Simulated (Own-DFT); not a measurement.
## Calculated data, InAs (zincblende, strongly disordered by large displacements)

Computed with Own-DFT development build. A calculation, not a measurement: plane-wave PBE density functional theory by an unreviewed code, no spin, of a simulated periodic cell, stress positive in tension, free energy of the whole cell less one offset for each atom, forces on such cells passed a denser k mesh, this cell's mesh not checked; broken bonds can close the gap or carry spin, so checks made on this kind of crystal may not hold here; offsets are fitted by least squares, one for each functional and potential file, so energies compare only between cells with the same atoms and settings and are not formation energies; the far tail of each file's local potential was reset to the Coulomb form; each entry is a single point on an unrelaxed cell, so the pressure reflects the starting lattice, mostly measured values (interpolated for alloys), from which strain is counted, and rises with the displacements; printed positions are rounded, which can move forces by about a meV/angstrom; the program, named Own-DFT, is a retired in-house code; no spin-orbit coupling.

Settings shared by all entries: functional PBE; potential files PseudoDojo norm-conserving, scalar-relativistic, standard set; wave cutoff 42 hartree; occupations Fermi-Dirac; smearing width 0.1 eV; hardware one NVIDIA H200; k mesh 3 x 3 x 3 centred on Gamma.

(1) 
```xyz
64
Lattice="12.1166 0.0000 0.0000 0.0000 12.1166 0.0000 0.0000 0.0000 12.1166" Properties=species:S:1:pos:R:3:force_x:R:1:force_y:R:1:force_z:R:1 formula=InAs free_energy_of_cell_above_offsets=24.280 pressure=13.29 stress_xx=-12.56 stress_yy=-14.83 stress_zz=-12.48 stress_yz=-1.27 stress_xz=-1.47 stress_xy=0.61 wall_time=1184
In     0.5975     0.0236    12.0385     -1.024     -1.803     -2.725
In    11.8695     3.4524     2.6911       6.06     -1.041      1.889
In     3.1258     0.0874     2.9537      4.242      3.861     -1.714
In     2.9095     2.8189     0.1755      0.025      2.243      0.341
As     1.1885     1.5778     1.6216      1.389      1.239      1.693
As     1.7995     4.5107     4.5030     -5.172      4.342     -3.816
As     4.3327     1.7513     4.6369      3.694     -4.456     -2.195
As     5.0454     5.1310     1.5010     -1.678     -4.756       1.03
In     0.5339     0.0875     5.8978     -2.152     -1.371     -3.795
In     0.1491     3.1312     8.7036      1.385     -0.629      1.969
In     2.9583     0.2623     9.4192      0.476     -0.954     -2.162
In     3.1605     3.3200     5.7039     -1.648     -2.464      0.372
As     1.4583     1.0683     7.7565      0.749      2.734      1.083
As     1.3666     4.8502    10.9482      2.471      -7.12     -2.921
As     4.2086     0.9569    11.2571      1.372      0.906      1.547
As     3.9803     3.8332     7.6665      3.093      2.348      6.663
In     0.1565     6.4464    11.7746     -6.716      2.971      -2.25
In    11.8767     9.4031     2.9089      0.343     -2.646      0.249
In     3.5454     5.9914     3.1149     -2.083      1.489       1.16
In     3.2495     8.9821     0.2888     -0.558     -0.687      0.185
As     1.1077     7.2685     1.4383      3.873      3.633      6.035
As     1.5660    10.8346     3.6460      -3.08     -3.246      4.536
As     4.9797     7.8736     4.8316     -1.067     -0.169     -0.101
As     4.8890    10.7372     1.5626     -2.733      3.486     -4.446
In    11.9744     5.9926     6.2138      1.711      1.834     -1.786
In     0.3971     8.9452     8.9219     -4.875      4.161      3.307
In     3.2599     5.8231     9.7794     -0.122     -1.239     -1.971
In     3.1228     8.7273     6.4360     -1.228     -0.867     -6.587
As     1.7601     7.6398     7.8148     -0.155      -7.35     -0.617
As     2.0417    10.3507    10.4529      -1.24     -0.697      1.584
As     4.4812     7.7326    10.3749      2.512      1.931      1.121
As     4.4840    10.0504     7.5241      0.394      4.936       1.08
In     6.6268     0.3741    11.4396     -1.449      5.644      1.501
In     6.3456     2.9107     3.1121      -3.54      4.282      3.133
In     8.4870    11.9686     2.8034      3.545     -4.351      3.303
In     9.9593     3.0251     0.4379     -2.399     -6.317     -5.684
As     7.3135     1.4457     1.8066      0.474       0.05     -7.035
As     7.4411     4.5890     4.7395     -0.864      1.108      0.099
As    10.9919     2.0687     4.2923     -2.337     -3.552      3.941
As    10.3851     4.7260     1.7102       1.73      6.025     -3.217
In     5.5631     0.1816     7.0499      0.112      1.335     -1.679
In     6.2824     2.9340     9.1681     -1.386     -0.894     -0.683
In     9.0609    11.7309     8.6636     -3.003      0.404      5.204
In     8.7006     2.8343     5.9987      2.736      0.994      -2.03
As     7.9981     1.4798     7.8078     -2.953      0.977      0.342
As     7.2278     4.6687    10.5433      2.186      0.802      0.611
As    11.0474     1.3743    10.2946     -0.842       0.15      1.109
As    10.6711     4.3860     7.4535     -3.084      0.495      0.415
In     6.4350     6.3349     0.1579     -1.453     -0.839     -5.649
In     5.7943     9.4600     3.0912      3.049     -3.112      2.666
In     8.9328     5.8304     2.9029     -4.265      4.461      3.851
In     9.3113     9.3199     0.5563     -2.303     -3.215     -2.381
As     7.5797     7.8224     1.3158      1.706      2.207      4.561
As     7.6037     9.8716     4.8015     -5.027       4.94     -4.102
As    10.5956     7.6963     4.3527      0.819     -1.724     -0.105
As    10.7888    10.7774     1.2491      2.224      5.393      1.138
In     5.0280     5.7003     5.9004      1.429     -1.429      1.225
In     6.2338     9.8722     8.9412      3.671     -2.475      2.404
In     9.3230     6.2273     9.6887      -3.24      -5.42     -3.753
In     9.2461     9.0738     5.9385      8.549       1.29      1.005
As     8.0370     7.8337     7.2755     -4.312     -3.912      5.279
As     7.4745    10.4926    11.1634      2.144     -4.585     -2.098
As    10.2616     8.0051    10.5525      3.959      4.243       1.83
As    10.7400    10.7739     7.6996      5.869     -3.596     -3.959
```

Units: free_energy_of_cell_above_offsets in eV; pressure, stress_xx, stress_yy, stress_zz, stress_yz, stress_xz, stress_xy in GPa; wall_time in s; force_x, force_y, force_z in eV/Å.

(2) 
```xyz
64
Lattice="12.1166 0.0000 0.0000 0.0000 12.1166 0.0000 0.0000 0.0000 12.1166" Properties=species:S:1:pos:R:3:force_x:R:1:force_y:R:1:force_z:R:1 formula=InAs free_energy_of_cell_above_offsets=4.796 pressure=10.18 stress_xx=-11.55 stress_yy=-9.92 stress_zz=-9.06 stress_yz=0.54 stress_xz=0.65 stress_xy=2.58 wall_time=1175
In     0.2608    11.6876    12.0783     -4.578      3.431      5.332
In     0.1038     3.1026     2.9890     -2.238      1.851       3.25
In     3.0275    12.0953     2.8161     -0.513      0.241      0.867
In     3.3171     2.9952    12.1101     -5.145     -3.989     -5.393
As     1.3022     1.7179     1.6091      3.039      -3.34     -3.181
As     1.3425     4.8788     4.6911      3.262     -2.358     -3.407
As     4.6293     1.5161     4.3682     -4.674      4.557     -2.906
As     4.3333     4.2292     1.3959      3.879       5.86      3.781
In     0.0024     0.2201     5.8229      0.883     -0.825       1.77
In    11.9625     2.6884     8.9811      1.432      1.829     -1.119
In     2.9005     0.3884     9.4910       1.87       -2.7      0.792
In     3.0088     3.1980     6.0386       0.41     -0.144      0.045
As     1.8322     1.2973     7.7570     -3.211      2.905     -5.016
As     1.5214     4.6598    10.5678     -0.203     -0.772       0.03
As     4.7377     1.5837    10.3036     -1.722     -1.123      4.256
As     4.8263     4.8524     7.3746     -5.794     -4.905      3.936
In    11.7966     5.9249     0.1295      3.026      2.255     -2.026
In     0.3613     9.3130     3.1312     -2.246     -0.057     -1.328
In     3.0828     5.9998     2.7392     -0.735     -0.908      0.432
In     2.6731     9.1573    11.8851       0.45     -1.123      3.909
As     1.3606     7.5215     1.7893     -0.186     -0.164     -2.936
As     1.5064    10.5992     4.7278      1.374      2.266       0.19
As     4.6856     7.2127     4.0963       1.03      1.416      2.634
As     4.5546    10.3664     1.6696     -4.622      5.019     -4.638
In    12.0301     5.7602     6.2341       3.98      7.901     -2.099
In     0.4330     9.0205     9.0667     -3.341      1.755      1.287
In     3.1014     6.2236     9.0689      0.727      -0.87       0.69
In     2.9285     9.1204     6.1260      0.364      -2.06     -1.398
As     1.5210     7.5571     7.6216      0.294     -2.101      -2.41
As     1.5677    10.8163    10.5621      1.662     -2.299     -3.955
As     4.3524     8.0011    10.6215      0.521     -3.248      0.697
As     4.3577    10.4973     7.4436      2.202      1.939      1.732
In     6.0429     0.2988    12.0330      0.224      -2.73      0.253
In     5.9643     3.1955     2.8859      1.353     -1.524      0.121
In     8.9399    11.8132     3.2152      -0.07      1.555      0.163
In     9.3975     3.1040    11.8815      -2.29      0.391      1.055
As     7.5628     1.3103     1.5456      1.197       1.99      0.677
As     7.4538     4.4851     4.5541     -1.819      0.163      0.462
As    10.4397     1.5736     4.7265     -0.291      0.501     -2.268
As    10.6104     4.5676     1.5593      -2.14     -2.067       2.34
In     5.8446     0.1540     5.5331      2.991     -3.654      5.353
In     6.0785     2.7386     8.9529      2.346      4.594     -2.489
In     9.4562     0.1838     8.6489     -2.047      1.856      2.911
In     9.0546     3.3171     5.9418     -1.521      -2.75     -0.335
As     7.6103     1.6244     7.4332      0.644     -1.153     -1.312
As     7.4573     4.4946    10.5396      1.219     -0.712     -0.742
As    10.9877     1.5359    10.8952     -0.617     -1.859     -0.682
As    10.5752     4.5734     7.1384     -4.577     -3.319      7.888
In     6.2674     6.1751    12.0047     -1.343       0.32       0.61
In     5.9377     8.9646     2.5666      3.971     -3.929      3.614
In     8.9072     5.8263     3.2009      2.265      0.987     -0.465
In     9.0989     8.8930    11.8902     -1.933      2.817      7.539
As     7.7578     7.4003     1.6817     -0.375      1.002     -1.544
As     7.2637    10.5096     4.5761       0.42     -1.857     -0.479
As    10.7010     7.7239     4.2047     -0.325     -1.719        0.9
As    10.6284    10.7668     1.7224      1.067     -1.725     -1.482
In     6.3481     6.0562     6.4240       4.34      4.289       -3.7
In     5.9709     8.9001     9.1302      0.015      3.391     -0.559
In     9.1072     6.3643     9.0264      8.649     -9.171      4.829
In     9.1622     9.0685     5.7061     -0.253      0.448      1.388
As     7.7118     7.5580     8.2166     -7.465      6.859     -8.175
As     7.6954    10.2737    10.8943     -4.208      4.782     -3.357
As    10.3762     7.5824    10.8563      7.187     -4.884      -4.71
As    10.6760    10.7290     7.4806      2.194     -3.132     -1.618
```

Units: free_energy_of_cell_above_offsets in eV; pressure, stress_xx, stress_yy, stress_zz, stress_yz, stress_xz, stress_xy in GPa; wall_time in s; force_x, force_y, force_z in eV/Å.
